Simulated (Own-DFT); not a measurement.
# Computed records: Si12O23 (quartz with two neutral oxygen vacancies, atoms displaced)

A calculation, not a measurement: plane-wave PBE and HSE06 DFT by an unreviewed code, no spin, of a simulated cell at Gamma alone, so results move with cell size and shape, stress positive in tension, energies less offsets, not probed for a lower state with spin; oxygen file: force components 24 meV/angstrom off all-electron in a glass; k mesh not checked against a denser one; forces and stress are PBE's, HSE06 gives the energy alone, and its difference from PBE has offsets of its own; offsets are fitted by least squares, one for each functional and potential file, so energies compare only between cells with the same atoms and settings and are not formation energies; the far tail of each file's local potential was reset to the Coulomb form; each entry is a single point on an unrelaxed cell, so the pressure reflects the starting lattice, mostly measured values (interpolated for alloys), from which strain is counted, and rises with the displacements; printed positions are rounded, which can move forces by about a meV/angstrom; the program, named Own-DFT, is a retired in-house code; no spin-orbit coupling. Program: Own-DFT development build.

Common to all runs: first functional PBE; second functional HSE06; exact exchange share 0.25; screening 0.11 1/bohr; exchange divergence Gygi-Baldereschi; potential files PseudoDojo norm-conserving, scalar-relativistic, made for PBE, standard set; wave cutoff 48 hartree; occupations fixed; k mesh 1 x 1 x 1 centred on Gamma.

(1) 
```cif
# cell vector a (Å): 9.8268 0.0000 0.0000
# cell vector b (Å): -4.9134 8.5103 0.0000
# cell vector c (Å): 0.0000 0.0000 10.8104
data_Si12O23
_symmetry_space_group_name_H-M 'P 1'
_symmetry_Int_Tables_number 1
_cell_length_a 9.8268
_cell_length_b 9.8268
_cell_length_c 10.8104
_cell_angle_alpha 90.000
_cell_angle_beta 90.000
_cell_angle_gamma 120.000
_cell_volume 904.06
loop_
_atom_site_label
_atom_site_type_symbol
_atom_site_fract_x
_atom_site_fract_y
_atom_site_fract_z
_atom_site_occupancy
Si1 Si 0.23055 0.99808 0.00674 1
Si2 Si 0.00056 0.23251 0.33247 1
Si3 Si 0.26317 0.26943 0.16380 1
O1 O 0.20549 0.12787 0.05771 1
O2 O 0.42740 0.29075 0.22683 1
O3 O 0.07695 0.36765 0.43968 1
O4 O 0.13097 0.20341 0.27403 1
O5 O 0.29757 0.42709 0.10881 1
Si4 Si 0.23893 0.00428 0.49826 1
Si5 Si 0.99806 0.23392 0.83408 1
Si6 Si 0.27172 0.26689 0.66455 1
O6 O 0.20769 0.13303 0.55978 1
O7 O 0.43162 0.29492 0.72057 1
O8 O 0.36735 0.07022 0.89172 1
O9 O 0.07927 0.36745 0.94119 1
O10 O 0.13493 0.20452 0.77242 1
O11 O 0.29589 0.42513 0.60307 1
Si7 Si 0.22680 0.48893 0.99903 1
Si8 Si 0.99843 0.73503 0.33119 1
Si9 Si 0.26698 0.76333 0.16781 1
O12 O 0.19798 0.62872 0.05629 1
O13 O 0.43029 0.79065 0.22312 1
O14 O 0.36582 0.57383 0.39194 1
O15 O 0.07632 0.86263 0.43878 1
O16 O 0.12901 0.70743 0.27786 1
O17 O 0.28635 0.92020 0.11139 1
Si10 Si 0.23160 0.50003 0.49579 1
Si11 Si 0.00340 0.73567 0.83372 1
Si12 Si 0.26619 0.76585 0.66405 1
O18 O 0.19874 0.62475 0.55640 1
O19 O 0.42978 0.79693 0.73069 1
O20 O 0.36429 0.57132 0.89392 1
O21 O 0.07488 0.86761 0.94681 1
O22 O 0.13551 0.71022 0.77573 1
O23 O 0.28659 0.92759 0.60581 1
Si13 Si 0.73771 0.00475 0.99713 1
Si14 Si 0.49755 0.23221 0.32894 1
Si15 Si 0.76859 0.26980 0.17213 1
O24 O 0.70446 0.13244 0.06291 1
O25 O 0.92509 0.29007 0.22275 1
O26 O 0.86846 0.07655 0.39417 1
O27 O 0.58057 0.37318 0.43349 1
O28 O 0.79014 0.42190 0.10365 1
Si16 Si 0.73671 0.00096 0.49680 1
Si17 Si 0.50003 0.23282 0.83635 1
Si18 Si 0.76760 0.26471 0.66865 1
O29 O 0.70046 0.13482 0.55515 1
O30 O 0.92527 0.28883 0.73050 1
O31 O 0.86459 0.07564 0.89478 1
O32 O 0.57131 0.36320 0.94315 1
O33 O 0.62848 0.20481 0.77443 1
O34 O 0.78689 0.42452 0.61247 1
Si19 Si 0.73572 0.50526 0.00228 1
Si20 Si 0.50243 0.73439 0.33646 1
Si21 Si 0.76495 0.76649 0.17096 1
O35 O 0.70782 0.63455 0.06258 1
O36 O 0.92927 0.79975 0.22389 1
O37 O 0.86428 0.57190 0.38980 1
O38 O 0.58079 0.87308 0.44513 1
O39 O 0.62972 0.70378 0.27012 1
O40 O 0.79867 0.92986 0.10457 1
Si22 Si 0.73535 0.49419 0.49973 1
Si23 Si 0.49952 0.73095 0.83738 1
Si24 Si 0.76414 0.76565 0.66468 1
O41 O 0.70212 0.63414 0.55790 1
O42 O 0.92229 0.79031 0.72487 1
O43 O 0.86744 0.57396 0.89516 1
O44 O 0.56771 0.86272 0.93948 1
O45 O 0.63501 0.70424 0.77459 1
O46 O 0.79292 0.92488 0.60262 1
_calc_PBE_energy_of_cell_above_offsets '-21.259'  # eV
_calc_HSE06_less_PBE_above_offsets '0.065'  # eV
_calc_PBE_pressure 7.04  # GPa
_calc_PBE_stress_xx -7.92  # GPa
_calc_PBE_stress_yy -8.14  # GPa
_calc_PBE_stress_zz -5.06  # GPa
_calc_PBE_stress_yz -0.31  # GPa
_calc_PBE_stress_xz -1.76  # GPa
_calc_PBE_stress_xy -0.16  # GPa
```

Force:
```tsv
element	x (eV/Å)	y (eV/Å)	z (eV/Å)
Si	3.923	-0.934	-2.716
Si	-0.856	1.443	0.12
Si	2.436	-3.84	1.634
O	-2.616	4.126	2.471
O	-3.023	0.827	-2.526
O	-1.758	-2.221	-1.552
O	1.368	0.061	-1.067
O	-1.228	2.343	-1.328
Si	0.52	0.92	-3.051
Si	2.968	-0.338	-0.007
Si	-1.385	-0.305	0.451
O	-0.973	0.201	-0.161
O	1.532	-0.018	1.429
O	-1.243	-1.285	1.571
O	-3.576	-4.616	-2.383
O	-0.812	0.254	0.49
O	-0.789	1.128	-0.714
Si	3.062	6.306	2.264
Si	-1.459	0.096	0.658
Si	-1.118	-1.992	0.051
O	0.599	-0.046	0.851
O	0.232	0.124	0.711
O	0.298	-0.018	-0.278
O	-0.321	1.073	0.686
O	3.638	-0.403	-2.09
O	0.144	1.266	-0.015
Si	2.971	-0.511	1.707
Si	-2.198	0.929	0.758
Si	0.411	-0.374	0.502
O	-1.262	2.775	1.92
O	-1.053	-0.294	-1.242
O	-0.268	-1.319	0.538
O	-1.37	-2.162	-1.809
O	1.595	-0.337	-1.092
O	1.753	-1.169	1.403
Si	-2.185	-2.533	2.403
Si	2.923	-2.159	2.274
Si	-4.376	-2.295	-0.098
O	-0.167	0.265	0.142
O	3.038	0.506	1.58
O	0.446	-0.477	-0.651
O	-1.268	-1.658	-0.69
O	0.168	1.453	-0.006
Si	0.629	2.532	2.882
Si	-1.542	0.647	-0.757
Si	-2.101	-1.372	-0.312
O	0.889	0.26	0.54
O	-0.692	0.967	-1.252
O	1.334	0.387	-1.619
O	-0.027	1.124	0.571
O	2.677	-0.13	-1.104
O	0.739	0.478	0.123
Si	0.286	-1.985	-1.024
Si	-0.661	1.248	-0.038
Si	0.06	0.977	-2.38
O	-0.922	0.722	0.435
O	0.805	0.037	0.714
O	0.131	-0.194	0.248
O	-2.702	-4.09	-2.962
O	-0.166	-0.407	1.262
O	-0.189	-0.19	0.122
Si	-0.856	2.856	0.636
Si	0.3	-0.022	-1.7
Si	-0.292	-1.005	0.143
O	0.953	-1.296	-0.948
O	1.905	0.271	1.103
O	0.275	0.132	-0.359
O	1.018	2.185	1.812
O	-0.62	-0.01	0.441
O	0.046	1.084	0.271
```

(2) 
```cif
# cell vector a (Å): 9.8268 0.0000 0.0000
# cell vector b (Å): -4.9134 8.5103 0.0000
# cell vector c (Å): 0.0000 0.0000 10.8104
data_Si12O23
_symmetry_space_group_name_H-M 'P 1'
_symmetry_Int_Tables_number 1
_cell_length_a 9.8268
_cell_length_b 9.8268
_cell_length_c 10.8104
_cell_angle_alpha 90.000
_cell_angle_beta 90.000
_cell_angle_gamma 120.000
_cell_volume 904.06
loop_
_atom_site_label
_atom_site_type_symbol
_atom_site_fract_x
_atom_site_fract_y
_atom_site_fract_z
_atom_site_occupancy
Si1 Si 0.23356 0.99692 0.99801 1
Si2 Si 0.00260 0.23560 0.33133 1
Si3 Si 0.26238 0.26426 0.17010 1
O1 O 0.20688 0.13138 0.05920 1
O2 O 0.36333 0.07162 0.38574 1
O3 O 0.07515 0.36882 0.43943 1
O4 O 0.29713 0.42677 0.10759 1
Si4 Si 0.23612 0.00000 0.49529 1
Si5 Si 0.00260 0.23065 0.83127 1
Si6 Si 0.26546 0.26656 0.66382 1
O5 O 0.20581 0.13498 0.55855 1
O6 O 0.42599 0.29214 0.72526 1
O7 O 0.36631 0.07477 0.89610 1
O8 O 0.07518 0.37034 0.93845 1
O9 O 0.13600 0.21089 0.77481 1
O10 O 0.29118 0.42558 0.60473 1
Si7 Si 0.23248 0.49660 0.00567 1
Si8 Si 0.99503 0.72799 0.33663 1
Si9 Si 0.25925 0.76752 0.16714 1
O11 O 0.20890 0.63621 0.05946 1
O12 O 0.42402 0.79507 0.23130 1
O13 O 0.36548 0.57178 0.39514 1
O14 O 0.07326 0.86086 0.44104 1
O15 O 0.12974 0.70757 0.27565 1
O16 O 0.29182 0.93382 0.10700 1
Si10 Si 0.23076 0.49988 0.50047 1
Si11 Si 0.99389 0.73433 0.83802 1
Si12 Si 0.27286 0.77043 0.66777 1
O17 O 0.19806 0.63569 0.56349 1
O18 O 0.42432 0.79223 0.72610 1
O19 O 0.36837 0.57680 0.89605 1
O20 O 0.07306 0.86748 0.93972 1
O21 O 0.13250 0.70396 0.77777 1
O22 O 0.29265 0.92899 0.60466 1
Si13 Si 0.73673 0.00210 0.99985 1
Si14 Si 0.50215 0.24071 0.33538 1
Si15 Si 0.76108 0.26306 0.16285 1
O23 O 0.70832 0.13162 0.05502 1
O24 O 0.93013 0.29342 0.22749 1
O25 O 0.86489 0.07486 0.39597 1
O26 O 0.57682 0.36665 0.43985 1
O27 O 0.62997 0.20184 0.27650 1
O28 O 0.78864 0.42818 0.10965 1
Si16 Si 0.73997 0.00380 0.49673 1
Si17 Si 0.50095 0.23130 0.83887 1
Si18 Si 0.76921 0.26376 0.67020 1
O29 O 0.70913 0.13243 0.56176 1
O30 O 0.92753 0.29749 0.72523 1
O31 O 0.86306 0.06827 0.89188 1
O32 O 0.57172 0.36057 0.93997 1
O33 O 0.63003 0.20047 0.77099 1
O34 O 0.79815 0.43132 0.60838 1
Si19 Si 0.72841 0.49411 0.99991 1
Si20 Si 0.49492 0.73108 0.33583 1
Si21 Si 0.76572 0.77089 0.16924 1
O35 O 0.70500 0.62523 0.05645 1
O36 O 0.92941 0.79710 0.22561 1
O37 O 0.86417 0.57009 0.38840 1
O38 O 0.57024 0.86815 0.44295 1
O39 O 0.63642 0.70546 0.26857 1
O40 O 0.79089 0.92570 0.10751 1
Si22 Si 0.73358 0.49781 0.49657 1
Si23 Si 0.49452 0.73281 0.82864 1
Si24 Si 0.76287 0.76619 0.66618 1
O41 O 0.71651 0.63626 0.55789 1
O42 O 0.92929 0.79360 0.72760 1
O43 O 0.86422 0.57680 0.89289 1
O44 O 0.56622 0.86185 0.94222 1
O45 O 0.63804 0.70921 0.77437 1
O46 O 0.79248 0.92984 0.60920 1
_calc_PBE_energy_of_cell_above_offsets '-21.394'  # eV
_calc_HSE06_less_PBE_above_offsets '0.053'  # eV
_calc_PBE_pressure 6.79  # GPa
_calc_PBE_stress_xx -5.71  # GPa
_calc_PBE_stress_yy -8.11  # GPa
_calc_PBE_stress_zz -6.56  # GPa
_calc_PBE_stress_yz 0.73  # GPa
_calc_PBE_stress_xz 0.01  # GPa
_calc_PBE_stress_xy -0.85  # GPa
```

Force:
```tsv
element	x (eV/Å)	y (eV/Å)	z (eV/Å)
Si	-1.175	0.87	0.2
Si	2.995	-0.443	-0.575
Si	0.527	-1.609	2.829
O	-0.788	1	0.429
O	0.228	0.097	0.156
O	-1.116	-0.972	-0.325
O	0.36	0.514	0.371
Si	-0.75	0.167	0.868
Si	-2.873	1.396	1.226
Si	0.826	-0.532	1.012
O	0.154	-0.914	-1.057
O	0.899	-0.157	0.96
O	0.463	-0.947	-0.557
O	-0.606	-1.47	-0.435
O	1.913	-0.618	-0.984
O	-0.08	0.946	0.123
Si	0.412	1.614	-2.031
Si	-0.639	2.817	-1.68
Si	1.287	0.377	0.155
O	-0.554	0.174	0.469
O	-0.764	-0.007	-0.681
O	0.049	-0.753	0.136
O	-0.521	0.353	0.429
O	1.364	-0.48	-0.721
O	1.602	-1.673	1.791
Si	-0.326	1.763	1.164
Si	2.618	0.468	-2.467
Si	-5.341	-0.943	-0.027
O	1.341	-1.499	-1.383
O	2.071	1.127	-0.302
O	-0.509	-1.406	0.374
O	-0.663	0.262	0.745
O	0.301	0.86	-0.37
O	0.768	0.129	0.558
Si	-0.421	-3.529	-1.284
Si	-2.359	-1.671	-3.269
Si	1.043	0.1	1.789
O	-1.685	2.173	1.284
O	-2.88	0.391	-2.135
O	2.287	1.233	-2.786
O	-1.414	-0.134	0.749
O	1.075	0.173	-1.149
O	0.925	-0.917	0.507
Si	-2.371	-1.991	2.834
Si	-0.712	-0.105	-4.066
Si	-2.936	0.742	-2.219
O	-0.496	0.498	-0.047
O	3.374	-0.093	1.964
O	1.072	0.917	-1.082
O	-0.452	0.637	1.203
O	-0.184	-0.133	0.783
O	-0.107	-0.846	-0.231
Si	1.579	1.176	-1.029
Si	1.524	1.756	-0.76
Si	2.791	-2.423	-2.836
O	-2.04	3.48	2.459
O	0.316	-0.148	0.502
O	-0.711	-2.274	0.633
O	0.409	-0.511	-0.461
O	-3.604	-0.995	3.237
O	-0.246	1.554	-0.526
Si	2.264	1.119	2.449
Si	2.376	0.354	2.65
Si	2.345	0.327	-0.169
O	-1.066	0.447	-0.135
O	-1.608	0.486	-1.092
O	-0.829	-2.793	1.271
O	0.733	1.017	-0.03
O	-1.709	-0.589	0.8
O	0.246	0.065	-0.208
```

(3) 
```cif
# cell vector a (Å): 9.8268 0.0000 0.0000
# cell vector b (Å): -4.9134 8.5103 0.0000
# cell vector c (Å): 0.0000 0.0000 10.8104
data_Si12O23
_symmetry_space_group_name_H-M 'P 1'
_symmetry_Int_Tables_number 1
_cell_length_a 9.8268
_cell_length_b 9.8268
_cell_length_c 10.8104
_cell_angle_alpha 90.000
_cell_angle_beta 90.000
_cell_angle_gamma 120.000
_cell_volume 904.06
loop_
_atom_site_label
_atom_site_type_symbol
_atom_site_fract_x
_atom_site_fract_y
_atom_site_fract_z
_atom_site_occupancy
Si1 Si 0.23422 0.00177 0.99787 1
Si2 Si 0.99485 0.23286 0.33258 1
Si3 Si 0.26121 0.26583 0.16323 1
O1 O 0.20751 0.13037 0.06028 1
O2 O 0.42584 0.29104 0.22517 1
O3 O 0.36683 0.07469 0.39477 1
O4 O 0.07318 0.36179 0.43714 1
O5 O 0.13406 0.20389 0.27207 1
O6 O 0.29211 0.42848 0.10501 1
Si4 Si 0.23877 0.00283 0.50072 1
Si5 Si 0.99520 0.22802 0.83149 1
Si6 Si 0.26970 0.26620 0.66039 1
O7 O 0.19822 0.12612 0.55895 1
O8 O 0.42134 0.29047 0.73044 1
O9 O 0.36486 0.06925 0.89042 1
O10 O 0.07166 0.36605 0.94305 1
O11 O 0.13538 0.20727 0.77000 1
O12 O 0.29635 0.42960 0.60402 1
Si7 Si 0.23049 0.50150 0.99731 1
Si8 Si 0.00299 0.73693 0.33360 1
Si9 Si 0.27088 0.76735 0.16571 1
O13 O 0.21085 0.63401 0.06186 1
O14 O 0.43093 0.79125 0.22344 1
O15 O 0.36546 0.57457 0.39951 1
O16 O 0.07521 0.86320 0.43763 1
O17 O 0.13843 0.70571 0.27242 1
O18 O 0.29384 0.93044 0.10470 1
Si10 Si 0.23224 0.49962 0.50342 1
Si11 Si 0.99805 0.73433 0.83359 1
Si12 Si 0.26511 0.76226 0.66979 1
O19 O 0.20349 0.63160 0.55755 1
O20 O 0.42893 0.79874 0.71952 1
O21 O 0.36661 0.56959 0.89075 1
O22 O 0.07148 0.86845 0.93456 1
O23 O 0.13037 0.70672 0.77582 1
O24 O 0.29270 0.92235 0.61028 1
Si13 Si 0.73959 0.00137 0.99994 1
Si14 Si 0.49892 0.23146 0.32998 1
Si15 Si 0.75835 0.25739 0.16283 1
O25 O 0.70506 0.13172 0.05518 1
O26 O 0.86314 0.06939 0.39870 1
O27 O 0.57915 0.37377 0.43886 1
O28 O 0.64206 0.21134 0.27049 1
Si16 Si 0.73609 0.99959 0.49679 1
Si17 Si 0.50104 0.23876 0.83017 1
Si18 Si 0.76052 0.26038 0.66804 1
O29 O 0.71055 0.13361 0.55910 1
O30 O 0.93432 0.29567 0.72378 1
O31 O 0.86845 0.07638 0.88941 1
O32 O 0.57184 0.36705 0.94313 1
O33 O 0.63566 0.20715 0.77874 1
O34 O 0.80312 0.43028 0.60226 1
Si19 Si 0.74462 0.50260 0.99766 1
Si20 Si 0.49980 0.72922 0.33854 1
Si21 Si 0.76609 0.76692 0.16511 1
O35 O 0.71288 0.63682 0.05899 1
O36 O 0.92563 0.78936 0.22777 1
O37 O 0.86933 0.57845 0.39246 1
O38 O 0.57434 0.86741 0.43979 1
O39 O 0.63746 0.70961 0.27444 1
O40 O 0.79359 0.93038 0.10565 1
Si22 Si 0.73436 0.50385 0.50284 1
Si23 Si 0.50356 0.73673 0.83175 1
Si24 Si 0.76638 0.77000 0.66650 1
O41 O 0.71008 0.63897 0.55941 1
O42 O 0.93076 0.79861 0.72815 1
O43 O 0.86154 0.56917 0.88934 1
O44 O 0.56670 0.86138 0.94528 1
O45 O 0.63659 0.70801 0.77355 1
O46 O 0.79040 0.91909 0.60749 1
_calc_PBE_energy_of_cell_above_offsets '-21.490'  # eV
_calc_HSE06_less_PBE_above_offsets '0.050'  # eV
_calc_PBE_pressure 7.08  # GPa
_calc_PBE_stress_xx -6  # GPa
_calc_PBE_stress_yy -7.62  # GPa
_calc_PBE_stress_zz -7.63  # GPa
_calc_PBE_stress_yz 0.03  # GPa
_calc_PBE_stress_xz 2.4  # GPa
_calc_PBE_stress_xy -0.13  # GPa
```

Force:
```tsv
element	x (eV/Å)	y (eV/Å)	z (eV/Å)
Si	0.706	-1.188	-0.883
Si	-1.126	-0.542	-2.882
Si	1.261	0.178	0.292
O	-1.378	1.097	0.118
O	-0.44	0.112	-0.419
O	0.964	0.068	-0.596
O	0.115	1.322	1.44
O	-1.224	-0.304	0.816
O	0.116	0.085	0.114
Si	-0.248	-3.071	0.581
Si	2.655	4.459	-0.837
Si	-2.406	-0.61	1.107
O	-0.257	1.174	0.283
O	0.308	1.036	-1.646
O	0.561	1.1	-0.809
O	-1.076	-1.842	-1.343
O	-0.05	0.005	0.017
O	1.128	-0.729	1.128
Si	2.082	-0.209	-0.084
Si	1.063	-1.275	-1.329
Si	-0.748	0.762	0.159
O	-1.086	0.506	-0.473
O	1.018	0.04	1.007
O	0.497	-0.549	-0.642
O	0.596	2.491	2.016
O	-0.746	0.03	0.445
O	0.796	-0.912	0.823
Si	-0.749	-0.85	-1.533
Si	-0.265	0.008	-0.531
Si	-1.99	-0.87	-0.975
O	-0.969	1.021	1.195
O	2.923	-0.339	2.032
O	-0.07	0.646	-0.567
O	-0.046	0.748	1.541
O	1.634	-0.574	-0.507
O	-0.955	1.704	-1.261
Si	-1.807	-0.988	-1.714
Si	0.609	2.102	0.704
Si	3.47	4.376	-1.499
O	-0.332	-0.728	-0.877
O	2.812	1.396	-2.826
O	-1.185	-2.364	-1.323
O	-3.368	-1.389	3.183
Si	-1.152	-1.574	3.446
Si	0.188	-1.359	3.487
Si	1.865	2.164	-0.595
O	-0.704	-0.169	0.161
O	-2.002	-0.128	-0.862
O	-1.325	-3.665	1.699
O	-0.017	0.012	-0.581
O	0.371	-0.164	-0.5
O	-0.13	-1.124	1.146
Si	-1.527	-3.301	3.875
Si	-0.414	1.376	-2.021
Si	0.599	0.025	0.805
O	0.01	-0.441	-0.616
O	-0.542	0.84	-1.104
O	-0.637	-1.388	0.897
O	-0.664	-0.353	0.169
O	-0.169	-0.404	0.304
O	1.322	-0.572	1.219
Si	2.263	0.497	-1.297
Si	-1.548	-0.561	0.213
Si	2.565	-2.921	1.584
O	-0.6	-0.134	0.171
O	-1.016	-0.061	-0.88
O	1.808	1.126	-2.261
O	0.927	0.978	-0.137
O	-0.219	-0.372	0.53
O	-2.044	4.54	-2.294
```
